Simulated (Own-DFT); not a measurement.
GaP (zincblende, strained, atoms displaced) (calculated)

All values are calculated (Own-DFT development build). A calculation, not a measurement: plane-wave PBE density functional theory by an unreviewed code, no spin, of a simulated periodic cell, stress positive in tension, free energy of the whole cell less one offset for each atom, forces on such cells passed a denser k mesh, this cell's mesh not checked; offsets are fitted by least squares, one for each functional and potential file, so energies compare only between cells with the same atoms and settings and are not formation energies; the far tail of each file's local potential was reset to the Coulomb form; each entry is a single point on an unrelaxed cell, so the pressure reflects the starting lattice, mostly measured values (interpolated for alloys), from which strain is counted, and rises with the displacements; printed positions are rounded, which can move forces by about a meV/angstrom; the program, named Own-DFT, is a retired in-house code; no spin-orbit coupling.

Common to all runs: functional PBE; potential files PseudoDojo norm-conserving, scalar-relativistic, standard set; wave cutoff 42 hartree; occupations Fermi-Dirac; smearing width 0.1 eV; k mesh 3 x 3 x 3 centred on Gamma.

(1) 
```xyz
64
Lattice="10.8620 0.0000 0.0000 0.0000 10.8620 0.0000 0.0000 0.0000 10.9439" Properties=species:S:1:pos:R:3:force_x:R:1:force_y:R:1:force_z:R:1 formula=GaP free_energy_of_cell_above_offsets=-29.315 pressure=4.36 stress_xx=-4.32 stress_yy=-4.77 stress_zz=-3.98 stress_yz=0.95 stress_xz=0.17 stress_xy=0.43
Ga    10.8056     0.0233     0.0174      0.138     -0.031      0.624
Ga    10.8458     2.8458     2.7147      1.125     -1.421       1.55
Ga     2.8438     0.0554     2.6039     -0.964     -0.342      0.773
Ga     2.6654     2.6099    10.8864     -0.016      1.218      0.039
P      1.3429     1.4432     1.3117      -0.54     -0.904      0.889
P      1.3588     4.2032     4.1402     -0.251     -0.742     -0.522
P      3.9889     1.4552     4.1189      1.309     -1.177     -0.992
P      3.9762     4.0362     1.2820      0.776      0.094      0.229
Ga     0.0223     0.0996     5.5615     -0.381     -0.692     -2.066
Ga    10.7635     2.6185     8.1932      0.515      0.686      0.573
Ga     2.6992    10.7330     8.2616     -0.527      1.291      0.105
Ga     2.7014     2.7275     5.3566     -1.048      0.835      1.269
P      1.3055     1.3861     6.8361      1.454       0.15      0.625
P      1.4297     4.0461     9.5313     -1.449       0.16      0.086
P      4.0371     1.3530     9.6427       0.49     -0.716     -1.162
P      4.0611     4.0982     6.7415      0.337     -0.569      1.098
Ga    10.7646     5.4526     0.0056        1.6     -0.428      0.296
Ga    10.8190     8.1541     2.7435      1.809      0.583     -0.122
Ga     2.7795     5.4087     2.7266     -0.288      0.017      0.018
Ga     2.6399     8.1043    10.9255      0.926      0.773     -0.563
P      1.4843     6.8224     1.3987     -1.863     -0.673      0.085
P      1.3895     9.5283     4.1248     -0.134      0.673     -0.395
P      4.0315     6.8329     4.0319      0.955       0.41      0.768
P      4.1538     9.4414     1.3581     -0.763      0.266     -0.602
Ga    10.7195     5.3572     5.5164      4.316      4.454     -3.518
Ga    10.7859     8.0699     8.1062       1.28      0.202      0.597
Ga     2.6933     5.4326     8.1499      0.908     -0.111      0.435
Ga     2.7092     8.2164     5.5416        0.5      0.234     -1.242
P      1.4760     6.8326     6.8078     -1.764     -0.717      0.334
P      1.2416     9.5428     9.5990      0.231     -1.012     -0.198
P      4.2035     6.8008     9.6127     -1.641      0.485     -1.065
P      4.0665     9.5373     6.9130      0.588     -0.515      -0.35
Ga     5.3831    10.8052    10.8978      0.535      0.825      1.082
Ga     5.3920     2.8000     2.7253      0.019     -0.339      0.081
Ga     8.1690     0.1295     2.6334     -0.346     -2.876       0.81
Ga     8.0524     2.7722    10.8328      0.411     -0.674      1.539
P      6.8566     1.3872     1.4881     -2.188       0.85      -2.45
P      6.8769     3.8962     4.1156      -0.87      2.791     -0.361
P      9.3962     1.2984     3.9665      2.247      1.416      2.297
P      9.5437     3.9685     1.3818     -1.205      1.258     -2.143
Ga     5.3391     0.1032     5.5566      0.588     -0.399     -0.648
Ga     5.5043     2.7089     8.3594     -1.823     -0.467     -1.687
Ga     8.1584    10.8435     8.2944     -0.401     -0.839     -1.464
Ga     8.0921     2.6219     5.4935      1.335      0.124     -0.191
P      6.8007     1.3985     6.9321     -0.076     -0.639       0.29
P      6.6352     4.0721     9.6478      1.807      0.915     -0.413
P      9.3502     1.2757     9.6324      1.244      1.364     -0.034
P      9.7244     4.1290     6.6710     -5.235     -4.352      4.789
Ga     5.4009     5.4414    10.9139     -0.226      0.232      1.725
Ga     5.5314     8.1557     2.6475     -0.719      0.527      2.016
Ga     8.2039     5.4219     2.5522     -0.078     -0.438      1.864
Ga     8.1323     8.0966    10.8350     -0.309      0.981      1.664
P      6.7796     6.8128     1.4269      0.686      -0.97     -1.847
P      6.8181     9.4483     4.1988     -0.225      0.939     -0.382
P      9.6622     6.7575     4.0199     -2.113     -0.528      0.902
P      9.5160     9.5061     1.4442     -0.655      -0.15     -1.231
Ga     5.4063     5.6011     5.5895     -0.533     -1.578     -2.205
Ga     5.5092     8.1373     8.1797     -0.467      0.508      0.565
Ga     8.0624     5.4174     8.2229      1.222     -0.794      0.263
Ga     8.2014     8.0790     5.5700      0.245      0.075     -0.962
P      6.7775     6.7233     6.9004      0.931      1.161     -0.112
P      6.7810     9.5354     9.6074      0.104     -0.588     -0.565
P      9.4966     6.8371     9.6013     -0.107     -1.121     -1.059
P      9.6074     9.5078     6.8250     -1.431      0.304      0.274
```

Units: free_energy_of_cell_above_offsets in eV; pressure, stress_xx, stress_yy, stress_zz, stress_yz, stress_xz, stress_xy in GPa; force_x, force_y, force_z in eV/Å.

(2) 
```xyz
64
Lattice="10.8620 0.0000 0.0000 0.0000 10.8620 0.0000 0.0000 0.0000 10.9439" Properties=species:S:1:pos:R:3:force_x:R:1:force_y:R:1:force_z:R:1 formula=GaP hardware=one_NVIDIA_H100 free_energy_of_cell_above_offsets=-28.993 pressure=4.55 stress_xx=-4.64 stress_yy=-4.61 stress_zz=-4.41 stress_yz=0.34 stress_xz=0.11 stress_xy=0.18 wall_time=574.3
Ga     0.1073     0.0472     0.1324     -2.274      0.044     -0.937
Ga    10.8575     2.7024     2.6866      0.657     -0.479      0.497
Ga     2.7344    10.6019     2.7668     -0.591      2.211      1.475
Ga     2.7046     2.5667     0.0566      0.003      0.669     -0.377
P      1.3869     1.2153     1.4789      0.781      1.173      0.658
P      1.2879     3.9812     4.2073      1.616     -0.199     -1.837
P      4.1686     1.3687     4.0484     -1.506     -0.094     -0.027
P      4.0987     4.0454     1.3473     -0.394     -0.106      0.859
Ga    10.7909    10.8594     5.5001      1.578      0.412      0.559
Ga    10.8363     2.7972     8.0863      0.541     -1.842      1.984
Ga     2.8222    10.7291     8.2485     -0.651      0.896     -0.288
Ga     2.8017     2.7325     5.5361      0.078     -0.539     -0.322
P      1.4631     1.4440     6.9533      -0.28     -1.362     -0.598
P      1.3858     4.0576     9.4514     -1.191     -1.422      2.564
P      4.1416     1.2863     9.6179     -0.353      0.209      -0.07
P      4.1239     4.0707     6.9096      0.967     -0.829     -0.849
Ga     0.0640     5.4717    10.8594     -0.078     -0.546      0.061
Ga     0.0752     8.1892     2.6876     -0.301     -0.387      1.106
Ga     2.6295     5.5289     2.7649      0.273     -0.863     -0.027
Ga     2.6872     8.1078    10.8855      1.076      0.647     -1.193
P      1.3781     6.8730     1.2346     -0.573     -1.062      1.359
P      1.4856     9.4489     4.2841     -1.709      0.257     -0.898
P      4.0416     6.8449     4.1915      1.481     -1.095     -2.674
P      3.9613     9.4926     1.4029      2.254     -1.475     -1.464
Ga    10.8601     5.3427     5.3252     -0.697      0.747      2.174
Ga     0.0643     8.0968     8.3606     -0.238     -0.046     -1.817
Ga     2.6630     5.1744     8.1428      0.658      2.836     -0.543
Ga     2.9115     8.1407     5.4574     -1.902      0.141      2.005
P      1.3653     6.7020     6.8086      0.345      0.452      0.257
P      1.2284     9.6001     9.6101      1.796     -0.744     -0.192
P      4.1534     6.6571     9.4916     -1.865       0.98     -0.269
P      4.1537     9.5914     6.7020     -0.988     -2.409      3.287
Ga     5.4360     0.0352     0.1059     -0.154     -1.066     -0.418
Ga     5.5610     2.6421     2.7591      -0.39      1.076     -0.107
Ga     8.2025    10.7910     2.8282      0.448      0.792     -0.143
Ga     8.2448     2.8312     0.0425     -1.454     -0.896      -0.22
P      6.7963     1.2372     1.4556      1.348      1.044     -0.301
P      6.7940     4.1992     4.1515     -1.445     -0.919      0.023
P      9.5973     1.4124     4.1535     -1.159      -0.23     -0.619
P      9.5826     4.0456     1.3697      0.173      1.194      0.035
Ga     5.2674    10.7841     5.3904      3.177      1.913     -1.094
Ga     5.4718     2.7495     8.3651      0.212     -0.946     -1.403
Ga     8.1141     0.0412     8.1423      0.764     -0.475        1.2
Ga     8.0906     2.8061     5.3952      0.632     -0.813      0.846
P      6.9012     1.3206     6.8108     -2.203      0.857     -0.851
P      6.8487     4.1169     9.5206     -0.042      0.294      1.568
P      9.3766     1.3798     9.6733      1.752     -0.397     -0.778
P      9.5249     3.9711     6.8645     -1.421      2.323     -1.392
Ga     5.3592     5.4368    10.9255      1.142     -0.357      0.316
Ga     5.6242     8.1677     2.6645     -2.127     -0.618     -0.288
Ga     8.1207     5.2925     2.7584      1.061      2.016     -0.735
Ga     8.1751     8.2281     0.0357      0.232     -0.257     -0.486
P      6.8314     6.8716     1.2562     -0.069     -1.919      0.605
P      6.8478     9.3906     4.0416     -2.014      3.062     -0.738
P      9.5111     6.7682     4.2107     -0.552      0.621      -1.59
P      9.4974     9.4908     1.3812      0.833      0.565      0.356
Ga     5.3475     5.5349     5.5289     -0.591      -1.36     -0.595
Ga     5.5478     8.0692     8.2841     -0.628      0.597     -0.535
Ga     8.2106     5.4914     8.2741     -0.269     -0.315     -1.553
Ga     7.9713     8.2559     5.3596      2.839     -2.379      3.062
P      6.6654     6.7649     6.7537       2.42      0.953      1.213
P      6.8443     9.4776     9.6018     -0.556      0.883     -0.127
P      9.4842     6.8319     9.6188      0.082     -0.025      0.302
P      9.5340     9.5629     6.8861     -0.551      -1.39     -0.014
```

Units: free_energy_of_cell_above_offsets in eV; pressure, stress_xx, stress_yy, stress_zz, stress_yz, stress_xz, stress_xy in GPa; wall_time in s; force_x, force_y, force_z in eV/Å.
